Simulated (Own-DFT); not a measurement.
# One host, several defects: zincblende InP

Calculated, not measured: single-point runs of Own-DFT, a retired in-house plane-wave DFT program that no person has reviewed, on unrelaxed cells, without spin or spin-orbit coupling.

Method: PBE; PseudoDojo norm-conserving scalar-relativistic files; cutoff 36 hartree; 3 x 3 x 3 k mesh centred on Gamma; Fermi-Dirac smearing of 0.1 eV.

Keep in mind (not all hold for every row): not probed for a lower state with spin; forces on such cells moved up to 12 meV/angstrom on a denser k mesh; stress not checked against mesh or cutoff.

All runs share one cell, with vectors in Å (11.737, 0.000, 0.000); (0.000, 11.737, 0.000); (0.000, 0.000, 11.737) and a volume of 1617.0 Å³. u is the rms random offset of the atoms per axis. The defect's site can differ from row to row.

```
                                      cell  formula   u (Å)  P (GPa)
                                 no defect  In32P32  0.0200     3.21
                                 no defect  In32P32  0.0523     3.73
                                 no defect  In32P32  0.0533     3.60
                       one P on an In site  In31P33  0.0314     3.11
                       one P on an In site  In31P33  0.0314     3.10
                       one P on an In site  In31P33  0.0477     3.31
                           two P vacancies  In32P30  0.0276     2.92
                           two P vacancies  In32P30  0.0286        ?
                           two P vacancies  In32P30  0.0293     2.93
                           two P vacancies  In32P30  0.0297     2.87
one In on a P site and one P on an In site  In32P32  0.0300     3.66
one In on a P site and one P on an In site  In32P32  0.0481     3.84
one In on a P site and one P on an In site  In32P32  0.0521     4.12
```

## Working it out

P = P0 + c u² + a shift for each defect gives P0 = 3.13 GPa, c = 191 ± 28 GPa/Å² and a scatter of 0.07 GPa. The shifts, and each times the cell's volume:

- one In on a P site and one P on an In site: 0.37 ± 0.06 GPa, 3.7 eV
- one P on an In site: -0.23 ± 0.06 GPa, -2.3 eV
- two P vacancies: -0.38 ± 0.07 GPa, -3.9 eV (-1.9 eV for each of its 2 sites)

Against the defect-free cell, a freed cell would be larger where the shift is positive and smaller where it is negative (160.2 GPa Å³ is 1 eV). The atoms around the defects weren't relaxed, which would change these numbers.

## The run left out

The question: what pressure belongs in the blank (two P vacancies, u = 0.0286 Å)?

From the fit: 2.90 ± 0.08 GPa. DFT gave 2.86 GPa.
